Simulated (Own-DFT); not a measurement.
# Computed records: GaN (wurtzite, strained, atoms displaced)

A calculation, not a measurement: plane-wave PBE density functional theory by an unreviewed code, no spin, of a simulated periodic cell, stress positive in tension, free energy of the whole cell less one offset for each atom, forces on such cells passed a denser k mesh, this cell's mesh not checked; offsets are fitted by least squares, one for each functional and potential file, so energies compare only between cells with the same atoms and settings and are not formation energies; the far tail of each file's local potential was reset to the Coulomb form; each entry is a single point on an unrelaxed cell, so the pressure reflects the starting lattice, mostly measured values (interpolated for alloys), from which strain is counted, and rises with the displacements; printed positions are rounded, which can move forces by about a meV/angstrom; the program, named Own-DFT, is a retired in-house code; no spin-orbit coupling. Program: Own-DFT development build.

Common to all runs: functional PBE; potential files PseudoDojo norm-conserving, scalar-relativistic, standard set with the stringent files for Ga; wave cutoff 96 hartree; occupations Gaussian; smearing width 0.01 eV; k mesh 3 x 4 x 3 centred on Gamma.

(1) 
```xyz
96
Lattice="12.7560 0.0000 0.0000 -4.7835 8.2853 -0.1243 0.0000 -0.1556 10.3700" Properties=species:S:1:pos:R:3:force_x:R:1:force_y:R:1:force_z:R:1 formula=GaN free_energy_of_cell_above_offsets=-4.717 pressure=7.11 stress_xx=-7.32 stress_yy=-6.22 stress_zz=-7.81 stress_yz=-3.07 stress_xz=-0.02 stress_xy=-0.78
Ga    -0.0376     1.6048    10.3268      1.185      0.909      0.266
Ga     1.5687     0.8124     2.6194       0.62        0.4     -1.689
N     -0.0401     1.8233     1.9716      1.398     -1.042     -1.723
N      1.6733     0.7987     4.4549     -1.221      0.101      2.392
Ga    -0.0060     1.7838     5.2056      0.252     -0.375      -2.42
Ga     1.6473     0.8227     7.7780     -1.831     -0.852     -0.701
N     -0.0558     1.8127     7.0372      0.463     -2.471      1.514
N      1.6217     0.7619     9.6509     -0.214      0.354      1.284
Ga    -1.6803     4.5662    -0.0390      1.986      1.042      0.099
Ga     0.0147     3.6245     2.4302     -0.366      1.035      1.685
N     -1.6838     4.5737     1.9606      1.532     -0.539     -1.185
N     -0.0388     3.5619     4.4655      0.808      0.674      0.093
Ga    -1.6091     4.5017     5.1145      1.343      0.772      0.596
Ga     0.0955     3.5028     7.7144     -1.609      2.022      0.924
N     -1.5105     4.5145     7.0754     -1.003      -0.91      0.454
N      0.0557     3.4862     9.7026     -1.254     -0.447     -0.177
Ga    -3.2167     7.2380    10.2391      1.687     -0.341      0.075
Ga    -1.5336     6.3859     2.4815     -1.455      0.189      0.949
N     -3.1627     7.2598     1.7958     -0.721      0.624      0.639
N     -1.5754     6.3763     4.5046     -0.341     -0.115     -0.444
Ga    -3.2616     7.2810     5.1050      0.806     -0.162     -0.887
Ga    -1.6347     6.3611     7.5701       1.81     -0.663      1.498
N     -3.2173     7.2083     7.0410     -0.221      1.205     -0.241
N     -1.4880     6.2726     9.7102     -2.721     -0.705     -1.554
Ga     3.1723     1.7795    10.3346      0.542     -1.799      0.985
Ga     4.8196     0.9026     2.6356      -1.48      -0.31     -0.923
N      3.1810     1.8109     1.9775     -0.167     -1.135     -1.012
N      4.8511     0.8607     4.5110     -0.845     -0.681      0.971
Ga     3.2103     1.7443     5.1579      0.231     -0.069     -0.364
Ga     4.8335     0.8651     7.8068     -0.181     -0.632     -0.279
N      3.1494     1.6774     7.1238      1.116      1.088     -0.539
N      4.8161     0.8088     9.7388     -1.127     -0.686      0.006
Ga     1.6261     4.3586    10.2904       0.11      1.675      1.122
Ga     3.1854     3.5742     2.5846     -0.186      1.159     -1.217
N      1.6032     4.5339     1.9749      0.157      1.012     -1.357
N      3.1871     3.5672     4.4237      0.502      0.515      2.917
Ga     1.6181     4.4959     5.2577       -0.3     -0.323     -3.337
Ga     3.1404     3.5698     7.7074      1.527      0.258      0.473
N      1.5882     4.5388     7.0978      0.528     -0.479      0.681
N      3.2554     3.5370     9.7204     -0.302      0.475     -1.297
Ga    -0.0091     7.1717    10.2525      1.582      0.912      0.407
Ga     1.5998     6.5050     2.5523     -1.178     -1.826     -1.804
N     -0.0901     7.3706     1.8759      2.009     -0.151     -0.418
N      1.6246     6.3882     4.3986      0.133     -1.589      1.357
Ga     0.1014     7.2163     4.9955     -1.923      1.468      1.549
Ga     1.5270     6.3916     7.6449      2.893     -1.148       1.82
N      0.1060     7.2474     7.0892     -3.543      1.908     -2.022
N      1.6811     6.2729     9.5971     -1.735      -0.65      0.393
Ga     6.3479     1.7624     0.0824      0.664      1.412     -1.953
Ga     8.0236     0.8639     2.5728     -0.146     -0.349     -0.299
N      6.3530     1.7152     1.9191      1.142      0.865      1.386
N      7.9537     0.8382     4.5263      0.719      0.317     -0.095
Ga     6.3808     1.7590     5.1261      0.297      0.623      0.978
Ga     8.0148     0.7741     7.7501     -1.629      0.991      0.284
N      6.3318     1.7977     7.0990      1.119     -0.019      -0.15
N      7.9432     0.8361     9.7140      0.907     -0.718      0.113
Ga     4.8480     4.6249    -0.0313      -0.38      0.303     -1.115
Ga     6.3539     3.6040     2.5388      0.856     -0.091     -0.693
N      4.8297     4.4696     1.8319     -0.952      0.633      1.191
N      6.3634     3.6570     4.4569      1.934     -1.877     -0.309
Ga     4.9262     4.4995     5.1080      -3.21      1.321       0.96
Ga     6.4150     3.6360     7.8207     -0.838     -0.764      -2.24
N      4.8111     4.5716     7.0953     -0.464     -2.699     -0.932
N      6.3915     3.5932     9.6266      0.296     -0.858      2.416
Ga     3.1531     7.1944    10.2489      0.854      0.669      0.164
Ga     4.7909     6.3213     2.4897     -0.152      0.395     -0.055
N      3.1445     7.2496     1.8549      1.483      1.113     -0.456
N      4.7694     6.3454     4.4352      0.265      0.184      0.127
Ga     3.1476     7.2559     5.0272      1.581      0.584      1.142
Ga     4.7647     6.2883     7.6699     -0.169      1.917      0.172
N      3.1812     7.2831     7.0745     -0.015     -0.963     -1.375
N      4.7539     6.3139     9.5964      0.593     -0.211      0.805
Ga     9.6338     1.6865    10.2763     -0.917     -0.791      1.053
Ga    11.2439     0.8791     2.5396     -1.802     -0.758     -0.272
N      9.5956     1.7955     1.9010      0.155     -0.166     -0.052
N     11.1454     0.8220     4.4169      0.227      0.789      1.836
Ga     9.5835     1.8209     5.0988     -0.258     -1.165      0.281
Ga    11.0365     0.8655     7.7222      2.227     -1.503     -0.243
N      9.5359     1.7473     7.0915     -0.394      0.323     -0.528
N     11.2205     0.7047     9.6310     -1.111       0.51       0.47
Ga     8.0027     4.4479    10.2882     -1.191      0.412      0.698
Ga     9.6096     3.6103     2.5986     -1.471      0.184     -0.628
N      7.9287     4.5430     1.8477      0.639     -0.254      0.919
N      9.5862     3.6437     4.5511     -0.919      -0.51     -0.841
Ga     7.9719     4.5208     5.0614     -0.174      0.473      0.966
Ga     9.5066     3.5195     7.8152      1.357      1.213     -1.357
N      7.9932     4.4862     7.1147      0.066     -0.779     -1.131
N      9.5381     3.5325     9.7286      0.526     -0.683     -0.732
Ga     6.4069     7.1615    10.1959     -1.017      0.142      0.355
Ga     7.9172     6.4294     2.4329      1.154     -1.021      0.612
N      6.3813     7.2929     1.8042     -0.809      0.634     -0.429
N      7.8758     6.3647     4.4554      1.318     -0.062     -0.564
Ga     6.3941     7.3633     5.0838     -1.246     -0.867     -0.103
Ga     7.9970     6.2558     7.6632     -0.816      1.581      0.481
N      6.3622     7.2206     7.0130      0.327      0.814      0.321
N      8.0023     6.3207     9.6441      0.072     -0.992     -0.746
```

Units: free_energy_of_cell_above_offsets in eV; pressure, stress_xx, stress_yy, stress_zz, stress_yz, stress_xz, stress_xy in GPa; force_x, force_y, force_z in eV/Å.

(2) 
```xyz
96
Lattice="12.7560 0.0000 -0.1913 -4.7835 8.2853 0.0718 -0.1556 0.0000 10.3700" Properties=species:S:1:pos:R:3 formula=GaN
Ga    -0.1834     1.8339    10.3092
Ga     1.6097     0.9300     2.5964
N     -0.0151     1.8126     1.9404
N      1.4617     0.8843     4.5862
Ga    -0.0410     1.8607     5.1676
Ga     1.4980     0.9519     7.7947
N     -0.0853     1.9525     7.0989
N      1.3527     0.9674     9.7103
Ga    -1.6796     4.6620    10.2268
Ga    -0.0237     3.6528     2.5655
N     -1.6151     4.5187     1.9380
N     -0.0268     3.7538     4.5763
Ga    -1.6220     4.6013     5.1637
Ga    -0.1568     3.7541     7.8234
N     -1.6734     4.6033     7.2863
N     -0.0887     3.6509     9.6564
Ga    -3.3197     7.3667    10.3850
Ga    -1.6857     6.4639     2.6378
N     -3.2801     7.4995     1.9095
N     -1.6782     6.4072     4.6225
Ga    -3.2842     7.3491     5.3145
Ga    -1.6940     6.4639     7.7831
N     -3.3389     7.3679     7.1676
N     -1.7241     6.4333     9.6963
Ga     3.1421     1.9294    -0.0309
Ga     4.7263     0.9795     2.4810
N      3.1640     1.8526     1.9516
N      4.7049     0.9230     4.4318
Ga     3.1124     1.7567     5.1271
Ga     4.6702     0.9263     7.6568
N      3.0558     1.8783     7.1168
N      4.7507     0.9221     9.6183
Ga     1.6412     4.5479    -0.0207
Ga     3.1782     3.7249     2.4634
N      1.6150     4.6528     1.9452
N      3.1356     3.7240     4.4242
Ga     1.5681     4.5629     5.1785
Ga     3.0134     3.6983     7.7184
N      1.5615     4.6302     7.1982
N      3.0213     3.6441     9.7436
Ga    -0.0026     7.4904     0.0482
Ga     1.5665     6.3351     2.4399
N     -0.0332     7.3886     1.9534
N      1.4130     6.4142     4.5268
Ga    -0.1361     7.3984     5.1196
Ga     1.5300     6.4449     7.7731
N     -0.1151     7.3740     7.1097
N      1.4508     6.5005     9.7161
Ga     6.2305     1.9499    10.2543
Ga     8.0052     0.9705     2.4064
N      6.4639     1.7933     1.8247
N      7.8770     0.9075     4.3868
Ga     6.3223     1.8749     5.0766
Ga     7.7689     0.8919     7.6170
N      6.2819     1.8307     7.0568
N      7.9335     0.9421     9.6208
Ga     4.6498     4.5868    10.2854
Ga     6.4002     3.6359     2.5259
N      4.7244     4.5598     1.9814
N      6.1811     3.6814     4.3981
Ga     4.6439     4.5627     5.1045
Ga     6.2300     3.6442     7.6205
N      4.5099     4.6211     6.9787
N      6.2949     3.7411     9.6672
Ga     3.2004     7.3369     0.0809
Ga     4.6339     6.4777     2.5842
N      3.2339     7.4084     1.9086
N      4.8307     6.4355     4.5059
Ga     3.0418     7.3733     5.0807
Ga     4.6495     6.5239     7.8032
N      3.1233     7.3140     7.1407
N      4.6749     6.4305     9.5950
Ga     9.5921     1.8166    -0.0958
Ga    11.1292     0.9636     2.4368
N      9.5628     1.8245     1.7844
N     11.2001     0.9639     4.3959
Ga     9.4428     1.7817     5.0361
Ga    11.0205     0.9264     7.6318
N      9.4516     1.7950     6.9153
N     11.0904     0.8975     9.6541
Ga     8.0023     4.5766    -0.0949
Ga     9.5701     3.6592     2.3419
N      7.8994     4.5817     1.8395
N      9.4543     3.6846     4.3837
Ga     7.7716     4.6418     5.1358
Ga     9.4118     3.7253     7.5005
N      7.8749     4.6618     6.9587
N      9.4243     3.6837     9.5185
Ga     6.2686     7.3536    10.2593
Ga     7.9470     6.4415     2.4821
N      6.3726     7.4213     1.8940
N      7.8345     6.3408     4.4330
Ga     6.2520     7.3571     5.2224
Ga     7.8546     6.4048     7.6933
N      6.2630     7.3255     7.0121
N      7.8041     6.4589     9.6799
```

## Withheld values
1. GaN (wurtzite, strained, atoms displaced) (entry 2): pressure?

Answers
1. 7.24 GPa

Further results for GaN (wurtzite, strained, atoms displaced) (entry 2):

- free energy of cell above offsets: -3.942 eV
- stress xx: -7 GPa
- stress yy: -7.22 GPa
- stress zz: -7.5 GPa
- stress yz: 0.16 GPa
- stress xz: -3.5 GPa
- stress xy: 0.24 GPa

Force:
```csv
element,x (eV/Å),y (eV/Å),z (eV/Å)
Ga,0.657,0.967,1.52
Ga,-1.14,0.445,0.297
N,0.43,0.884,-0.007
N,1.46,-0.143,-1.042
Ga,-0.309,0.992,0.764
Ga,-0.952,0.075,-0.82
N,-0.323,-1.182,0.965
N,2.217,-0.808,-0.12
Ga,-0.645,-1.716,1.419
Ga,0.21,0.047,0.489
N,0.334,1.808,-0.685
N,-0.165,-1.139,-0.894
Ga,-1.123,-0.908,0.903
Ga,1.998,-1.06,-1.602
N,-1.431,0.936,-2.124
N,-0.264,0.545,2.122
Ga,-0.173,0.313,-0.323
Ga,0.127,-0.417,-0.617
N,0.956,-2.164,1.339
N,-0.826,0.965,-0.939
Ga,-0.84,-0.807,-1.595
Ga,-0.094,0.282,-0.447
N,0.3,0.131,1.714
N,0.082,1.894,0.685
Ga,0.393,-2.688,0.147
Ga,1.591,-0.74,0.297
N,-0.369,0.485,-1.047
N,0.173,0.325,0.293
Ga,-0.267,1.469,0.064
Ga,-0.336,-0.251,0.478
N,0.496,-0.679,-0.487
N,-1.636,1.347,0.112
Ga,-1.022,1.507,-0.278
Ga,-0.526,-1.025,1.583
N,-0.939,-2.985,-1.565
N,-1.242,-1.537,0.275
Ga,0.045,0.865,0.362
Ga,1.392,-0.767,0.77
N,-2.482,0.367,-1.203
N,1.032,1.428,-1.148
Ga,0.232,-1.625,-0.828
Ga,-0.486,3.948,2.335
N,-0.272,-0.22,0.423
N,1.352,0.181,-0.801
Ga,0.878,-0.538,0.684
Ga,-0.598,0.42,-0.016
N,0.306,0.077,-0.101
N,-0.079,-0.83,0.822
Ga,1.258,-1.525,0.042
Ga,-0.063,-0.843,1.045
N,-2.171,0.998,-0.024
N,-0.238,0.034,-0.175
Ga,-0.454,-0.355,-0.409
Ga,2.357,-0.453,1.286
N,-0.903,0.439,-1.012
N,-1.854,-0.73,-0.352
Ga,0.158,0.54,0.793
Ga,-0.805,0.314,-0.601
N,1.587,1.223,-1.978
N,1.416,-0.546,1.373
Ga,0.413,1.114,-0.387
Ga,-0.439,1.574,0.611
N,2.242,-0.063,1.907
N,-1.448,-0.303,-1.497
Ga,0.398,0.776,-3.014
Ga,3.554,-1.042,0.321
N,-2.073,-0.129,0.901
N,-2.934,-0.116,-0.38
Ga,0.581,-1.069,0.659
Ga,0.758,-1.411,-2.602
N,-1.401,1.442,-1.508
N,-0.463,-0.189,3.035
Ga,0.831,0.75,-1.515
Ga,0.873,-0.871,0.48
N,0.094,0.427,0.499
N,-2.184,-0.98,-0.167
Ga,1.542,1.012,-0.998
Ga,0.846,0.315,-0.239
N,-0.705,0.478,1.384
N,-2.087,-0.143,-1.831
Ga,0.965,0.725,-0.108
Ga,-0.793,0.404,1.609
N,1.007,0.307,-0.205
N,0.095,-0.186,0.147
Ga,0.951,-1.362,-2.598
Ga,0.884,-1.404,1.169
N,-1.304,-1.012,1.695
N,0.221,-0.037,0.219
Ga,-0.739,0.123,1.537
Ga,-0.615,0.314,0.154
N,-0.909,-0.959,-0.527
N,0.74,2.284,-0.023
Ga,1.643,0.928,-3.143
Ga,-0.079,1.089,0.358
N,0.11,0.521,3.127
N,1.017,-0.871,-1.227
```
